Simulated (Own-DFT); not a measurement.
# Hybrid less PBE against volume: corundum Al2O3, 78 atoms (Al32O46), with two O vacancies

Calculated, not measured. Each geometry was run twice at fixed positions with Own-DFT, a retired in-house plane-wave program that no person has reviewed: with PBE, and with HSE06 (exact exchange share 0.25 at short range, screening 0.11 per bohr, Gygi-Baldereschi treatment of its divergence). Both used PseudoDojo norm-conserving files made for PBE, a cutoff of 48 hartree, the Gamma point alone, fixed occupations, a neutral cell and no spin. The unstrained cell is 7.9 Å across at its thinnest, so Gamma alone is coarse and defects feel their images. The oxygen file's force components were 24 meV/Å off all-electron values in a glass.

Unstrained cell vectors in Å: (5.494, 0.000, 8.660); (-2.747, 4.758, 8.660); (-2.747, -4.758, 8.660), volume V0 = 679.1 Å³, from measured lattice constants. Each geometry has its own random strain of a few per cent, its own defect sites and random moves of rms u per axis. HSE06 gave the energy alone. D is its energy less that of PBE, over the lowest D shown. The PBE stress wasn't checked against mesh or cutoff.

| run | V - V0 (Å³) | u (Å) | P with PBE (GPa) | D (eV) |
|---|---|---|---|---|
| 1 | 31.9 | 0.0303 | -3.02 | 1.758 |
| 2 | -11.0 | 0.0325 | 11.54 | 0.067 |
| 3 | -14.1 | 0.0486 | 14.73 | 0.000 |
| 4 | 6.7 | 0.0483 | 6.91 | 0.837 |
| 5 | 1.3 | 0.0302 | 6.86 | 0.525 |
| 6 | 3.2 | 0.0305 | 5.94 | 0.595 |
| 7 | -8.0 | 0.0552 | 12.52 | 0.333 |
| 8 | 25.2 | 0.0493 | 0.40 | 1.549 |
| 9 | -4.5 | 0.0288 | 9.35 | 0.290 |
| 10 | 0.7 | 0.0518 | 9.19 | 0.687 |
| 11 | 10.0 | 0.0554 | 6.50 | 1.002 |
| 12 | -13.7 | 0.0477 | 13.69 | 0.051 |
| 13 | -6.2 | 0.0298 | 9.66 | ? |

## Worked fit

D = 0.41 + 0.0392 (V - V0) + 71 u² eV, with an error of 0.0006 on the volume slope, 9 on the last term and a scatter of 0.03 eV. Pressure is -dE/dV, and 1 eV/Å³ is 160.2 GPa, so HSE06 changes the pressure by -6.3 ± 0.1 GPa. With the ions held to the strained lattice, the PBE pressure falls by 235 ± 5 GPa per unit of volume strain; the shape of the strain isn't fitted, so the true error is larger, and a relaxed crystal would be softer. On that slope HSE06's volume at a given pressure is about 2.7 % smaller, or 0.9 % in lengths. At u = 0 and V0 the PBE pressure is 6.6 GPa, which puts the zero-pressure volume, against the measured cell and with the defects in, at +2.8 % for PBE and +0.1 % for HSE06, each good to a few tenths of a per cent.

## Check

Q: what D should run 13 give?

The fit gives 0.23 eV, with rows scattering by 0.03. Computed: 0.205 eV.
